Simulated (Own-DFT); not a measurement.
# One host, several defects: zincblende GaAs

Everything here is calculated. The program is Own-DFT (plane waves, in-house, since retired, never reviewed by a person); positions were held fixed, and spin and spin-orbit coupling were off.

Method: PBE; PseudoDojo norm-conserving scalar-relativistic files; cutoff 42 hartree; 3 x 3 x 3 k mesh centred on Gamma; Fermi-Dirac smearing of 0.1 eV.

Limits (not all hold for every row): not probed for a lower state with spin; forces on such cells failed a check on a denser k mesh; forces not confirmed at this smearing and k mesh; forces on such cells passed a denser k mesh, each cell not checked; stress not checked against mesh or cutoff.

All runs share one cell, with vectors in Å (11.307, 0.000, 0.000); (0.000, 11.307, 0.000); (0.000, 0.000, 11.307) and a volume of 1445.4 Å³. The atoms are randomly displaced, by u rms on each axis. The defect's site can differ from row to row.

| cell | formula | u (Å) | P (GPa) |
|---|---|---|---|
| no defect | As32Ga32 | 0.0184 | 3.50 |
| no defect | As32Ga32 | 0.0187 | 3.52 |
| no defect | As32Ga32 | 0.0510 | 4.06 |
| two Ga vacancies | As32Ga30 | 0.0277 | 2.96 |
| two Ga vacancies | As32Ga30 | 0.0303 | 2.90 |
| two Ga vacancies | As32Ga30 | 0.0314 | 2.91 |
| two As vacancies | As30Ga32 | 0.0307 | ? |
| two As vacancies | As30Ga32 | 0.0324 | 3.22 |
| two As vacancies | As30Ga32 | 0.0510 | 3.44 |
| two As vacancies | As30Ga32 | 0.0512 | 3.63 |
| two As on a Ga site each | As34Ga30 | 0.0282 | 4.74 |
| two As on a Ga site each | As34Ga30 | 0.0291 | 4.80 |
| two As on a Ga site each | As34Ga30 | 0.0294 | 4.75 |
| one In on a Ga site | As32Ga31In | 0.0318 | 4.38 |
| one In on a Ga site | As32Ga31In | 0.0321 | 4.29 |
| one In on a Ga site | As32Ga31In | 0.0481 | 4.57 |

## Analysis

P = P0 + c u² + a shift for each defect gives P0 = 3.45 GPa, c = 220 ± 25 GPa/Å² and a scatter of 0.06 GPa. The shifts, and each times the cell's volume:

- two As on a Ga site each: 1.13 ± 0.05 GPa, 10.2 eV (5.1 eV for each of its 2 sites)
- one In on a Ga site: 0.64 ± 0.05 GPa, 5.8 eV
- two As vacancies: -0.48 ± 0.06 GPa, -4.4 eV (-2.2 eV for each of its 2 sites)
- two Ga vacancies: -0.72 ± 0.05 GPa, -6.5 eV (-3.3 eV for each of its 2 sites)

Against the defect-free cell, a freed cell would be larger where the shift is positive and smaller where it is negative (160.2 GPa Å³ is 1 eV). The atoms around the defects weren't relaxed, which would change these numbers.

## Withheld run

The question: what pressure belongs in the blank (two As vacancies, u = 0.0307 Å)?

Estimate: 3.18 ± 0.08 GPa. DFT gave 3.26 GPa.
